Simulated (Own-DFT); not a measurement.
# One host, several defects: zincblende GaAs

Source: density functional calculations with Own-DFT, an unreviewed in-house program that is no longer used. Nothing was measured or relaxed, and spin and spin-orbit coupling are left out.

Settings: PBE; PseudoDojo norm-conserving scalar-relativistic files; cutoff 42 hartree; 3 x 3 x 3 k mesh centred on Gamma; Fermi-Dirac smearing of 0.1 eV.

Caveats (not all hold for every row): not probed for a lower state with spin; forces not confirmed at this smearing and k mesh; stress not checked against mesh or cutoff.

All runs share one cell, with vectors in Å (11.737, 0.000, 0.000); (0.000, 11.737, 0.000); (0.000, 0.000, 10.833) and a volume of 1492.4 Å³, strained against the parent crystal. The atoms are randomly displaced, by u rms on each axis. The defect's site can differ from row to row.

```
                             cell     formula   u (Å)  P (GPa)
                        no defect    As32Ga32  0.0295     1.26
                        no defect    As32Ga32  0.0493     1.46
                        no defect    As32Ga32  0.0522     1.60
              one Al on a Ga site  AlAs32Ga31  0.0285     1.24
              one Al on a Ga site  AlAs32Ga31  0.0298        ?
              one Al on a Ga site  AlAs32Ga31  0.0442     1.40
              one Al on a Ga site  AlAs32Ga31  0.0528     1.51
              one In on a Ga site  As32Ga31In  0.0461     2.04
              one In on a Ga site  As32Ga31In  0.0496     2.06
              one In on a Ga site  As32Ga31In  0.0530     2.06
              one P on an As site   As31Ga32P  0.0281     1.01
              one P on an As site   As31Ga32P  0.0287     1.01
              one P on an As site   As31Ga32P  0.0306     1.02
one As vacancy and one Ga vacancy    As31Ga31  0.0311     0.90
one As vacancy and one Ga vacancy    As31Ga31  0.0317     0.95
one As vacancy and one Ga vacancy    As31Ga31  0.0477     1.10
```

## Worked fit

P = P0 + c u² + a shift for each defect gives P0 = 1.16 GPa, c = 142 ± 14 GPa/Å² and a scatter of 0.03 GPa. The shifts, and each times the cell's volume:

- one In on a Ga site: 0.55 ± 0.03 GPa, 5.1 eV
- one Al on a Ga site: -0.04 ± 0.03 GPa, -0.4 eV (not resolved)
- one P on an As site: -0.27 ± 0.03 GPa, -2.5 eV
- one As vacancy and one Ga vacancy: -0.37 ± 0.03 GPa, -3.5 eV

Positive is outwards. The product with the volume (160.2 GPa Å³ to the eV) is nearly free of the cell's size; divided by the bulk modulus at the cell's pressure it gives the volume that the defect adds. The atoms around the defects weren't relaxed, which would change these numbers.

## The run left out

Q: what pressure belongs in the blank (one Al on a Ga site, u = 0.0298 Å)?

The fitted form gives 1.24 ± 0.04 GPa. The run itself gave 1.23 GPa.
